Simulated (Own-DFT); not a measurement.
Simulation results for SiC (4H silicon carbide, atoms displaced)

Computed with Own-DFT development build. A calculation, not a measurement: plane-wave PBE density functional theory by an unreviewed code, no spin, of a simulated periodic cell, stress positive in tension, free energy of the whole cell less one offset for each atom, forces on such cells passed a denser k mesh, this cell's mesh not checked; offsets are fitted by least squares, one for each functional and potential file, so energies compare only between cells with the same atoms and settings and are not formation energies; the far tail of each file's local potential was reset to the Coulomb form; each entry is a single point on an unrelaxed cell, so the pressure reflects the starting lattice, mostly measured values (interpolated for alloys), from which strain is counted, and rises with the displacements; printed positions are rounded, which can move forces by about a meV/angstrom; the program, named Own-DFT, is a retired in-house code; no spin-orbit coupling.

Settings shared by all entries: functional PBE; potential files PseudoDojo norm-conserving, scalar-relativistic, standard set; wave cutoff 42 hartree; occupations Fermi-Dirac; smearing width 0.1 eV; hardware one NVIDIA H100; k mesh 4 x 4 x 3 centred on Gamma.

(1) SiC (4H silicon carbide, atoms displaced)

```
SiC
1.0
      9.2481     0.0000     0.0000
     -4.6241     8.0091     0.0000
      0.0000     0.0000    10.0681
Si C Si C Si C Si C Si C Si C Si C Si C Si C Si C Si C Si C Si C Si C Si C Si C Si C Si C
2 2 2 2 2 2 2 2 2 2 2 2 2 2 2 2 2 2 2 2 2 2 2 2 2 2 2 2 2 2 2 2 2 2 2 2
Direct
  0.98756 0.99750 0.40955
  0.10469 0.20921 0.15265
  0.99917 0.00466 0.09405
  0.11119 0.22410 0.34090
  0.98563 0.32322 0.40591
  0.11551 0.56009 0.16137
  0.98780 0.33322 0.10044
  0.11863 0.55439 0.33616
  0.99653 0.65937 0.40742
  0.10347 0.89031 0.16698
  0.00174 0.66571 0.08463
  0.11226 0.88501 0.34068
  0.32192 0.99348 0.41910
  0.44556 0.22342 0.15725
  0.32697 0.00146 0.09483
  0.44370 0.20987 0.34513
  0.32790 0.33433 0.41118
  0.44770 0.54989 0.16133
  0.32814 0.32629 0.09023
  0.43898 0.55372 0.35117
  0.31938 0.66812 0.40721
  0.44652 0.88155 0.15683
  0.32293 0.67013 0.09187
  0.44462 0.89518 0.34787
  0.67746 0.00884 0.41050
  0.77223 0.22070 0.15099
  0.66546 0.00345 0.09659
  0.78406 0.22546 0.33542
  0.65934 0.32466 0.40598
  0.78170 0.56396 0.15800
  0.67112 0.33859 0.09290
  0.77210 0.56330 0.33734
  0.66534 0.67181 0.41081
  0.78042 0.88884 0.15377
  0.65794 0.65664 0.09648
  0.78044 0.88943 0.34268
  0.00376 0.99457 0.91956
  0.89229 0.78031 0.65531
  0.99373 0.01127 0.58459
  0.88370 0.77045 0.83933
  0.99154 0.66627 0.90224
  0.88136 0.45276 0.65042
  0.99836 0.66856 0.59787
  0.89671 0.44509 0.84097
  0.99956 0.33930 0.90109
  0.89510 0.11847 0.65762
  0.01699 0.35249 0.58574
  0.89194 0.11140 0.84802
  0.64372 0.98871 0.90180
  0.55208 0.76939 0.65649
  0.66613 0.00906 0.59277
  0.54838 0.77112 0.84567
  0.66795 0.66900 0.90184
  0.55485 0.43674 0.65861
  0.67326 0.66995 0.58450
  0.55784 0.43022 0.84903
  0.67561 0.33971 0.91363
  0.54833 0.10343 0.64951
  0.66768 0.32278 0.60574
  0.55367 0.11400 0.84424
  0.32411 0.00695 0.91246
  0.21983 0.76462 0.65425
  0.34163 0.97892 0.59046
  0.22053 0.77749 0.82984
  0.34844 0.67905 0.90874
  0.22570 0.44312 0.65294
  0.32733 0.65026 0.58874
  0.22046 0.44201 0.83734
  0.32720 0.32698 0.90745
  0.21521 0.12127 0.65400
  0.33743 0.34431 0.58617
  0.22146 0.10629 0.84838
```

It finds free energy of cell above offsets -3.582 eV; pressure 6.06 GPa; stress xx -5.28 GPa; stress yy -3.6 GPa; stress zz -9.32 GPa; stress yz -0.16 GPa; stress xz -0.78 GPa; stress xy -0.96 GPa; wall time 347.2 s.

Force:
```
element  x (eV/Å)  y (eV/Å)  z (eV/Å)
     Si     2.568     1.058    -2.522
     Si    -1.201      4.31     1.294
      C      0.34    -3.018     1.142
      C    -0.358    -1.299     0.581
     Si     3.108     2.344    -1.004
     Si    -1.592    -1.354    -2.684
      C     2.776     0.454    -1.916
      C    -3.148    -0.834     2.552
     Si    -0.319     0.606    -1.077
     Si     1.899    -0.534    -3.301
      C    -1.108     1.063     2.147
      C    -1.651     -0.23     3.471
     Si     1.589     0.355    -3.869
     Si     0.135    -0.695    -0.216
      C     0.579    -0.468     0.708
      C    -1.869     1.261     0.733
     Si     1.058    -0.485    -3.061
     Si     -2.56    -0.368     0.069
      C    -0.086     0.676     1.154
      C     0.233     0.761    -0.948
     Si     3.481     0.794    -0.456
     Si    -2.013     1.795     1.112
      C     3.156    -0.688    -0.037
      C     0.654    -0.926    -0.193
     Si    -1.691     -1.27      -1.5
     Si      0.11     0.575     0.441
      C     0.421    -1.807    -1.309
      C    -2.265    -0.842     1.373
     Si     0.579     1.182    -0.065
     Si     0.825    -1.248    -1.393
      C    -0.856    -0.116     1.404
      C     1.383    -1.362     2.447
     Si    -0.417      -0.8    -2.867
     Si    -1.696    -0.351     0.409
      C      0.88      2.39    -1.512
      C     -1.38    -0.137    -0.112
     Si    -1.616      0.57    -3.944
     Si     -0.93     0.954    -0.657
      C      2.12    -1.568      2.61
      C    -0.558     1.705     0.782
     Si     3.016    -0.509    -0.342
     Si     3.236    -1.405     1.863
      C    -0.012     0.397    -1.872
      C    -2.487     0.785    -0.519
     Si     1.355    -1.265     1.762
     Si     -1.97     0.945     0.692
      C    -2.597    -2.374     0.992
      C    -0.483      -0.9    -0.237
     Si     2.611     2.644     0.983
     Si    -0.487     1.088    -1.265
      C     2.334    -1.607     0.742
      C     2.513     0.942     -1.53
     Si    -0.229    -2.021     1.173
     Si     0.208     0.793    -0.032
      C    -0.172    -0.732     3.913
      C    -2.575     2.382    -1.177
     Si     1.042    -1.689    -1.634
     Si     0.834     0.583     2.917
      C    -2.125     1.035    -3.221
      C    -0.863    -0.398    -0.062
     Si     3.667    -2.188    -1.118
     Si     0.378      0.21    -0.314
      C    -3.845     1.401     1.305
      C      0.03     0.443     3.868
     Si     -4.77    -3.285    -0.425
     Si    -0.727     0.165     0.847
      C      0.02     2.678     0.761
      C     0.961     0.634     1.332
     Si     0.298      1.01    -0.578
     Si     1.596    -1.364     0.427
      C     1.274    -2.002     2.736
      C    -2.611     1.148    -1.771
```

(2) SiC (4H silicon carbide, atoms displaced)

```
SiC
1.0
      9.2481     0.0000     0.0000
     -4.6241     8.0091     0.0000
      0.0000     0.0000    10.0681
Si C Si C Si C Si C Si C Si C Si C Si C Si C Si C Si C Si C Si C Si C Si C Si C Si C Si C
2 2 2 2 2 2 2 2 2 2 2 2 2 2 2 2 2 2 2 2 2 2 2 2 2 2 2 2 2 2 2 2 2 2 2 2
Direct
  0.98684 0.99759 0.39516
  0.10514 0.21808 0.15096
  0.99753 0.99940 0.08291
  0.10256 0.20843 0.33865
  0.98879 0.32396 0.41385
  0.10102 0.55859 0.16731
  0.99591 0.32628 0.09304
  0.11378 0.54952 0.33312
  0.99016 0.66399 0.41356
  0.11447 0.88683 0.15491
  0.00388 0.66010 0.08570
  0.11249 0.88599 0.34891
  0.32808 0.98925 0.40413
  0.44949 0.21066 0.14964
  0.33510 0.00509 0.09125
  0.43740 0.22516 0.34364
  0.33228 0.32771 0.40518
  0.43994 0.55387 0.15401
  0.34566 0.34169 0.09107
  0.43334 0.54987 0.33266
  0.34215 0.67396 0.41247
  0.44348 0.89663 0.15968
  0.32162 0.66432 0.10471
  0.46518 0.89358 0.34820
  0.66163 0.99743 0.39880
  0.78290 0.22717 0.15856
  0.67620 0.00442 0.08821
  0.77520 0.22542 0.34354
  0.66916 0.33422 0.40019
  0.77505 0.55237 0.15484
  0.66635 0.33231 0.09712
  0.78867 0.55417 0.34299
  0.66036 0.65459 0.40542
  0.77412 0.89011 0.15477
  0.66684 0.66579 0.09710
  0.79882 0.89086 0.33063
  0.00117 0.01232 0.91305
  0.88542 0.76952 0.65512
  0.99578 0.99573 0.58768
  0.90323 0.77457 0.85409
  0.00225 0.66874 0.91296
  0.88733 0.43583 0.66313
  0.00761 0.68146 0.59005
  0.88967 0.45357 0.85105
  0.98803 0.33554 0.90675
  0.88715 0.10843 0.65475
  0.99058 0.33635 0.59103
  0.87613 0.11287 0.83914
  0.66444 0.00586 0.90786
  0.55849 0.78377 0.65669
  0.66095 0.99678 0.59504
  0.56525 0.78010 0.83197
  0.67012 0.67120 0.90080
  0.55838 0.44813 0.64969
  0.65615 0.66915 0.58986
  0.55226 0.43759 0.84182
  0.66762 0.31887 0.91008
  0.55992 0.11216 0.65752
  0.66211 0.33906 0.59213
  0.55388 0.10757 0.84150
  0.34062 0.00017 0.90547
  0.22416 0.78167 0.65139
  0.33033 0.99228 0.60475
  0.21873 0.78149 0.84383
  0.32711 0.65401 0.90488
  0.21455 0.44523 0.65392
  0.33232 0.67591 0.59523
  0.22466 0.44171 0.85590
  0.33746 0.33860 0.90189
  0.22060 0.10793 0.65662
  0.32155 0.33526 0.59186
  0.22254 0.11647 0.84655
```

The calculation gives: free energy of cell above offsets -3.434 eV; pressure 6.35 GPa; stress xx -5.59 GPa; stress yy -5.06 GPa; stress zz -8.4 GPa; stress yz -0.72 GPa; stress xz -1.06 GPa; stress xy -0.41 GPa; wall time 362.6 s.

Force:
```
element  x (eV/Å)  y (eV/Å)  z (eV/Å)
     Si     5.594     1.492     3.397
     Si     1.552     0.795     0.273
      C     0.441    -0.349      4.08
      C    -0.409      2.32      0.61
     Si     1.618     1.311    -3.312
     Si      2.26    -1.565    -4.493
      C    -0.638     1.563      0.03
      C    -0.902     0.523     6.917
     Si     3.227     0.658    -1.878
     Si    -1.301     -0.15     -0.02
      C    -2.089      1.06     3.387
      C    -0.748    -0.502    -1.652
     Si     0.703      2.08     1.579
     Si    -2.997     3.654     1.892
      C     0.521    -1.977    -0.032
      C     3.059    -1.897    -0.668
     Si    -2.698     0.692    -0.362
     Si    -0.012     0.693    -0.721
      C    -0.758    -2.327    -0.228
      C     1.523     0.432     3.455
     Si    -0.738    -1.875    -2.046
     Si     1.752    -1.772    -0.922
      C     1.213      1.07    -1.943
      C    -5.828    -2.167    -2.039
     Si     5.057      2.65     2.488
     Si     0.141    -0.735    -0.529
      C    -2.376    -0.064     1.545
      C     0.558    -1.392     0.125
     Si    -1.501    -0.352     1.138
     Si     0.353     1.074     -0.26
      C     1.112    -0.554    -0.671
      C    -2.862    -0.667    -0.377
     Si    -0.169     1.133    -1.625
     Si     1.592    -0.743     -1.75
      C    -0.685     0.375    -1.062
      C    -6.712    -3.444     0.893
     Si     0.674    -1.383     -4.14
     Si    -0.693     1.779     1.103
      C    -0.293     0.135     0.528
      C    -4.136     1.867    -2.289
     Si     1.453     0.107    -1.896
     Si    -2.485     2.589    -0.529
      C     0.114    -3.033     1.385
      C     0.121    -1.643    -1.266
     Si     2.395    -0.433     0.632
     Si    -0.132    -0.405    -0.378
      C     1.781    -1.148     1.468
      C     1.772     0.694     0.662
     Si     0.979     -2.02    -1.174
     Si    -0.936    -0.732    -1.152
      C     1.014     1.264    -1.603
      C    -1.494     0.045     3.477
     Si      1.29    -1.184      0.98
     Si    -2.212    -0.443     1.609
      C     2.014    -0.502    -0.091
      C     1.353     1.177    -0.388
     Si    -2.047     2.712     -0.52
     Si    -1.421     0.064    -0.998
      C     2.063    -1.133    -0.397
      C     0.383     0.363     0.583
     Si     -2.47    -0.291    -0.684
     Si      -0.9    -0.929     2.365
      C     0.392     2.935    -2.516
      C     1.709    -1.155    -0.177
     Si    -0.382     3.344     1.209
     Si     0.535     0.566     0.989
      C     1.142    -1.522    -0.051
      C    -2.575    -0.779    -2.954
     Si     0.818    -1.225     1.375
     Si    -0.858     0.284     0.076
      C     1.769    -0.464     -0.12
      C     0.406    -0.545    -0.339
```

(3) SiC (4H silicon carbide, atoms displaced)

```
SiC
1.0
      9.2481     0.0000     0.0000
     -4.6241     8.0091     0.0000
      0.0000     0.0000    10.0681
Si C Si C Si C Si C Si C Si C Si C Si C Si C Si C Si C Si C Si C Si C Si C Si C Si C Si C
2 2 2 2 2 2 2 2 2 2 2 2 2 2 2 2 2 2 2 2 2 2 2 2 2 2 2 2 2 2 2 2 2 2 2 2
Direct
  0.99883 0.99183 0.40869
  0.11186 0.21980 0.14711
  0.99468 0.00393 0.10280
  0.11608 0.21352 0.34369
  0.00449 0.33918 0.40550
  0.11426 0.54895 0.16066
  0.01105 0.33632 0.10253
  0.12253 0.55874 0.34824
  0.99852 0.66009 0.40388
  0.12626 0.89275 0.17345
  0.99774 0.65615 0.09234
  0.11239 0.90547 0.34801
  0.33809 0.00486 0.40523
  0.44257 0.23121 0.14781
  0.33549 0.00432 0.09489
  0.44652 0.22154 0.34226
  0.32016 0.32098 0.38997
  0.44556 0.55528 0.15695
  0.32415 0.32587 0.10056
  0.44979 0.55411 0.33049
  0.33791 0.66072 0.41135
  0.44042 0.88069 0.15751
  0.33634 0.65604 0.08929
  0.44746 0.89537 0.34081
  0.68234 0.00692 0.40194
  0.77644 0.23818 0.15571
  0.67327 0.00524 0.10475
  0.79775 0.22959 0.35573
  0.67053 0.33326 0.41010
  0.77405 0.55094 0.15688
  0.66604 0.33623 0.08576
  0.76895 0.55668 0.34785
  0.65667 0.69003 0.40496
  0.77017 0.88147 0.14757
  0.67120 0.67273 0.09971
  0.78175 0.89425 0.34579
  0.99649 0.98795 0.91558
  0.89311 0.77064 0.65140
  0.99265 0.99497 0.58480
  0.88999 0.78914 0.84324
  0.00511 0.67151 0.89824
  0.88913 0.44030 0.66192
  0.00235 0.67050 0.58809
  0.88194 0.44583 0.83951
  0.00016 0.33095 0.91287
  0.89516 0.12146 0.66217
  0.99986 0.32705 0.60805
  0.89918 0.10911 0.84004
  0.66840 0.00335 0.90188
  0.56368 0.77613 0.66833
  0.66886 0.00616 0.59380
  0.57059 0.78552 0.85654
  0.66793 0.67144 0.91593
  0.55573 0.45370 0.64530
  0.66570 0.66790 0.59393
  0.55831 0.44951 0.84920
  0.65132 0.32924 0.91378
  0.56025 0.10200 0.65520
  0.67080 0.33767 0.59162
  0.55545 0.10906 0.85640
  0.34199 0.99815 0.90708
  0.20480 0.77963 0.65573
  0.32970 0.99027 0.59100
  0.21764 0.78159 0.84279
  0.33409 0.67857 0.91012
  0.23273 0.45758 0.65829
  0.33268 0.66368 0.59824
  0.21897 0.43684 0.83455
  0.33402 0.33069 0.90253
  0.22619 0.09720 0.65755
  0.33360 0.33453 0.59103
  0.24440 0.11832 0.83579
```

It finds free energy of cell above offsets -2.447 eV; pressure 6.41 GPa; stress xx -5.8 GPa; stress yy -6.58 GPa; stress zz -6.84 GPa; stress yz -0.4 GPa; stress xz -0.1 GPa; stress xy -0.02 GPa; wall time 351.1 s.

Force:
```
element  x (eV/Å)  y (eV/Å)  z (eV/Å)
     Si    -2.108     2.395    -0.377
     Si    -1.004    -0.828     3.274
      C     1.865    -2.153    -1.596
      C    -4.011    -0.264    -1.439
     Si      3.18    -0.508     2.239
     Si     -0.33      1.53    -0.632
      C      -2.3    -0.631     -1.68
      C    -1.149    -0.065     -0.39
     Si    -0.916     1.252     -0.55
     Si    -2.412    -0.819    -3.587
      C     0.401      1.35     0.728
      C     3.682    -3.594     0.438
     Si    -0.117    -0.425     0.042
     Si     1.794     -2.11     2.231
      C     0.658    -0.702     -0.24
      C      0.58     0.458    -0.706
     Si     3.526     2.605     3.444
     Si     0.447    -0.455    -1.944
      C     1.071     2.264    -2.742
      C    -1.721    -0.041     3.346
     Si     0.054     1.639     -0.55
     Si     0.655     1.454    -0.403
      C    -1.781     1.572      1.08
      C     0.929    -1.202     1.258
     Si    -2.345      0.05     0.937
     Si     2.868    -2.482      1.38
      C    -1.561      0.18    -2.061
      C    -3.956    -0.259    -2.753
     Si    -0.539     0.317    -0.572
     Si     0.537     1.533     0.745
      C    -1.001     0.336      2.95
      C     0.994     0.373    -0.487
     Si     3.077    -3.782     0.716
     Si     0.634     3.245     2.918
      C     -0.02    -2.773    -1.073
      C     0.218     0.368    -1.667
     Si     0.699     3.473    -0.703
     Si    -2.745     2.019     0.489
      C     1.057     0.131     3.102
      C     1.123    -3.279    -0.542
     Si     -2.06    -1.342     2.068
     Si    -0.213    -0.018    -1.718
      C    -0.429    -2.393     0.361
      C     0.556    -0.404     2.605
     Si    -0.037     0.608    -1.674
     Si     0.804    -3.158    -1.377
      C     0.128     3.604    -3.018
      C    -1.279     0.176     2.724
     Si     1.966     0.982      2.35
     Si     -1.42     1.042    -1.137
      C     2.208    -1.788     0.023
      C    -2.755    -0.793    -1.406
     Si     1.488    -1.038    -1.044
     Si     0.564    -2.521     1.542
      C     0.231     1.135    -0.538
      C    -0.726      0.48    -0.776
     Si      2.06     1.278    -3.864
     Si    -2.808     2.078     0.785
      C    -0.396    -0.827     1.322
      C     0.835     0.362    -2.483
     Si    -2.402      0.26     0.526
     Si     4.261    -0.349    -0.061
      C     1.207     1.047     0.045
      C     1.515     0.177    -0.276
     Si     1.311    -2.335    -1.822
     Si     -0.19    -3.857    -0.912
      C    -0.004     2.526    -0.211
      C    -0.027     1.715     3.635
     Si    -0.523     0.919    -0.105
     Si    -2.405     2.619    -1.759
      C    -0.014    -0.496     -0.86
      C    -1.479    -1.861     2.428
```
